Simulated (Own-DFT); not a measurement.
# Strain and stress in 2H SiC, 32 atoms (C16Si16)

These are calculations, not measurements. The program, named Own-DFT, is a retired in-house plane-wave density functional code that no person has reviewed. Each row is one single-point run on a periodic cell that was not relaxed, without spin or spin-orbit coupling.

Settings of every run: PBE; PseudoDojo norm-conserving scalar-relativistic files; cutoff 42 hartree; 5 x 5 x 3 k mesh centred on Gamma; Fermi-Dirac smearing of 0.1 eV.

Known limits: forces on such cells passed a denser k mesh, each cell not checked; stress not checked against mesh or cutoff.

Unstrained cell vectors in Å: (6.165, 0.000, 0.000); (-3.083, 5.339, 0.000); (0.000, 0.000, 10.068). The unstrained cell has measured lattice constants (interpolated for alloys), not those of this functional. That, the random moves and any unrelaxed bonds set the pressure at no strain. Each run strains this cell uniformly, with the atoms carried along. Every atom was also moved at random, by a Gaussian of width 0.05 Å on each axis. Strain is the symmetric tensor, in per cent. Stress is positive in tension, and the pressure is minus a third of its trace.

| run | e_xx (%) | e_yy (%) | e_zz (%) | e_yz (%) | e_xz (%) | e_xy (%) | s_xx (GPa) | s_yy (GPa) | s_zz (GPa) | s_yz (GPa) | s_xz (GPa) | s_xy (GPa) | P (GPa) | E (meV/atom) |
|---|---|---|---|---|---|---|---|---|---|---|---|---|---|---|
| 1 | 1.55 | -1.68 | -0.92 | 0.25 | 0.36 | 1.00 | 3.24 | -16.09 | -13.02 | 0.80 | 0.76 | 3.41 | 8.62 | 36.0 |
| 2 | 0.23 | 1.45 | -0.31 | 1.08 | 1.47 | 1.20 | -0.52 | 3.71 | -12.43 | 2.80 | 5.67 | 6.27 | 3.08 | 26.8 |
| 3 | -0.98 | 1.38 | 0.94 | 0.58 | 0.94 | 1.71 | -8.74 | 1.67 | -1.29 | 2.87 | 2.88 | 8.54 | 2.79 | 16.9 |
| 4 | 1.49 | -1.90 | -0.67 | -0.63 | -1.41 | 1.88 | -1.17 | -14.27 | -12.91 | -2.94 | -6.41 | 10.64 | 9.45 | 62.6 |
| 5 | 1.10 | 1.96 | -0.81 | -0.64 | 0.23 | -1.06 | 3.31 | 6.83 | -12.03 | -1.71 | 1.10 | -4.37 | 0.63 | 27.0 |
| 6 | -0.63 | 0.95 | 0.81 | -0.38 | -1.62 | 0.02 | -3.58 | 0.49 | -4.49 | -1.44 | -5.38 | -1.54 | 2.53 | 0.0 |
| 7 | -0.08 | 0.38 | 0.75 | 1.49 | 1.10 | 1.03 | -1.76 | -4.69 | -1.22 | 5.55 | 3.19 | 3.21 | 2.55 | 0.4 |
| 8 | 1.67 | -0.29 | -1.29 | -0.30 | -1.62 | 1.04 | 6.42 | -6.94 | -14.96 | -1.39 | -4.48 | 4.05 | 5.16 | 24.4 |
| 9 | 0.99 | 0.78 | 1.25 | 0.75 | 0.92 | -1.57 | 1.53 | 0.13 | 2.32 | 2.15 | 1.87 | -7.32 | -1.33 | 9.6 |
| 10 | -1.20 | 0.51 | -1.74 | 1.80 | 1.87 | 0.06 | -7.03 | -4.55 | -22.18 | 5.03 | 7.20 | -0.59 | 11.25 | 39.0 |
| 11 | -0.55 | -1.83 | -1.51 | 0.38 | 0.53 | -0.34 | -9.52 | -17.37 | -17.66 | 0.57 | 0.40 | -1.41 | 14.85 | 48.7 |
| 12 | -1.10 | -0.16 | 1.69 | 1.34 | 1.21 | -1.78 | -7.20 | -6.79 | -0.16 | 3.28 | 3.59 | -5.03 | 4.72 | 38.5 |
| 13 | 1.28 | -1.95 | 1.29 | -0.97 | -0.73 | 0.55 | 2.32 | -18.05 | 0.66 | -1.52 | -2.15 | 2.41 | 5.03 | 41.6 |
| 14 | -1.20 | 0.05 | 1.36 | -0.98 | -0.42 | -0.93 | -10.30 | -3.54 | -1.24 | -4.59 | -1.14 | -3.98 | 5.02 | 14.1 |
| 15 | 1.43 | 0.15 | 1.45 | 1.03 | 0.61 | 0.14 | 2.32 | -1.08 | 1.82 | 3.30 | 3.04 | -0.37 | -1.02 | 12.1 |
| 16 | -0.12 | 0.32 | 1.87 | -0.57 | 1.85 | 1.36 | -4.60 | -4.11 | 5.19 | -2.20 | 4.20 | 8.05 | 1.17 | 24.1 |
| 17 | -1.51 | -1.67 | 0.87 | 0.68 | -1.11 | 0.21 | -12.33 | -16.03 | -3.63 | 4.27 | -3.48 | 1.14 | 10.66 | 16.1 |
| 18 | -0.17 | -0.74 | 1.02 | -0.08 | -0.77 | 1.99 | ? | ? | ? | ? | ? | ? | ? | ? |

E is the free energy for each atom above the lowest run shown.

## Worked fit

Each stress component was fitted by least squares to a constant and the strains of the runs shown, as fractions, with shears doubled. Shear strains stay in the fit of a normal stress only where such slopes are resolved. The slopes, in GPa:

| stress | at no strain | per e_xx | per e_yy | per e_zz | scatter |
|---|---|---|---|---|---|
| s_xx | -3.3 | 472 ± 39 | 110 ± 35 | -12 ± 37 | 1.74 |
| s_yy | -5.6 | 68 ± 30 | 606 ± 27 | 37 ± 28 | 1.35 |
| s_zz | -8.4 | 97 ± 34 | 11 ± 30 | 669 ± 31 | 1.49 |

Each shear stress against twice its own strain: yz 176 ± 20, xz 144 ± 14, xy 226 ± 17 GPa. These are stiffnesses along x, y and z of the frame in which the cell vectors are given, which need not be the crystal's axes. The atoms are held to the strained lattice; where symmetry lets them move under strain, relaxing them would lower some slopes. The table should be nearly symmetric about its diagonal, and what it lacks of that shows the noise. A ninth of its sum, 229 ± 7 GPa, estimates the bulk modulus near the mean pressure of these runs, 5.0 GPa, so it lies above the value at zero pressure.

## Withheld run

Question: what normal stresses and pressure should run 18 give?

The fit gives s_xx = -5.0, s_yy = -9.8, s_zz = -1.8 and P = 5.5 GPa. The calculation gave -4.67, -10.15, -1.50 and P = 5.44 GPa.
